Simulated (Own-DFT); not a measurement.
# How strain changes the stress of wurtzite AlGaN with randomly placed atoms, 72 atoms (Al9Ga27N36)

These are calculations, not measurements. The program, named Own-DFT, is a retired in-house plane-wave density functional code that no person has reviewed. Each row is one single-point run on a periodic cell that was not relaxed, without spin or spin-orbit coupling.

Settings of every run: PBE; PseudoDojo norm-conserving scalar-relativistic files; cutoff 42 hartree; 4 x 4 x 3 k mesh centred on Gamma; Fermi-Dirac smearing of 0.1 eV.

Known limits: forces on such cells passed a denser k mesh, each cell not checked; stress not checked against mesh or cutoff.

Unstrained cell vectors in Å: (9.509, 0.000, 0.000); (-4.755, 8.235, 0.000); (0.000, 0.000, 10.268). The unstrained cell has measured lattice constants (interpolated for alloys), not those of this functional. That, the random moves and any unrelaxed bonds set the pressure at no strain. Each run strains this cell uniformly, with the atoms carried along. Every atom was also moved at random, by a Gaussian of width 0.05 Å on each axis. The random placing of the alloy's atoms differs from row to row. Strain is the symmetric tensor, in per cent. Stress is positive in tension, and the pressure is minus a third of its trace.

| run | e_xx (%) | e_yy (%) | e_zz (%) | s_xx (GPa) | s_yy (GPa) | s_zz (GPa) | P (GPa) | E (meV/atom) |
|---|---|---|---|---|---|---|---|---|
| 1 | -0.25 | -0.25 | 0.00 | -7.98 | -9.76 | -7.74 | 8.49 | 5.1 |
| 2 | 2.50 | 2.50 | 0.00 | 3.91 | 4.97 | -4.88 | -1.33 | 5.5 |
| 3 | 0.25 | 0.25 | 0.00 | -6.73 | -4.78 | -8.68 | 6.73 | 7.1 |
| 4 | 1.00 | 1.00 | 0.00 | -1.94 | -2.98 | -5.37 | 3.43 | 0.0 |
| 5 | 0.50 | 0.50 | 0.00 | -4.17 | -4.91 | -8.33 | 5.80 | 13.8 |
| 6 | -1.75 | -1.75 | 0.00 | -18.66 | -16.18 | -10.33 | 15.06 | 19.5 |
| 7 | 1.25 | 1.25 | 0.00 | -1.23 | -0.62 | -6.51 | 2.79 | 2.5 |
| 8 | -2.25 | -2.25 | 0.00 | -17.77 | -23.01 | -12.94 | 17.91 | 44.9 |
| 9 | 1.75 | 1.75 | 0.00 | ? | ? | ? | ? | ? |

E is the free energy for each atom above the lowest run shown.

## Worked fit

The change of volume is close to e_xx + e_yy + e_zz. A straight line through the runs shown gives P = 8.04 - 204 x (fractional change of volume) GPa, with an error of 7 on the slope and a scatter of 0.61 GPa. The strain isn't the same on all axes and the cell isn't cubic, so the slope belongs to this path and is not the bulk modulus.

## Withheld run

Question: what pressure should run 9 give? Its volume changes by 3.53 %.

The line gives 0.8 GPa. The calculation gave 1.04 GPa.
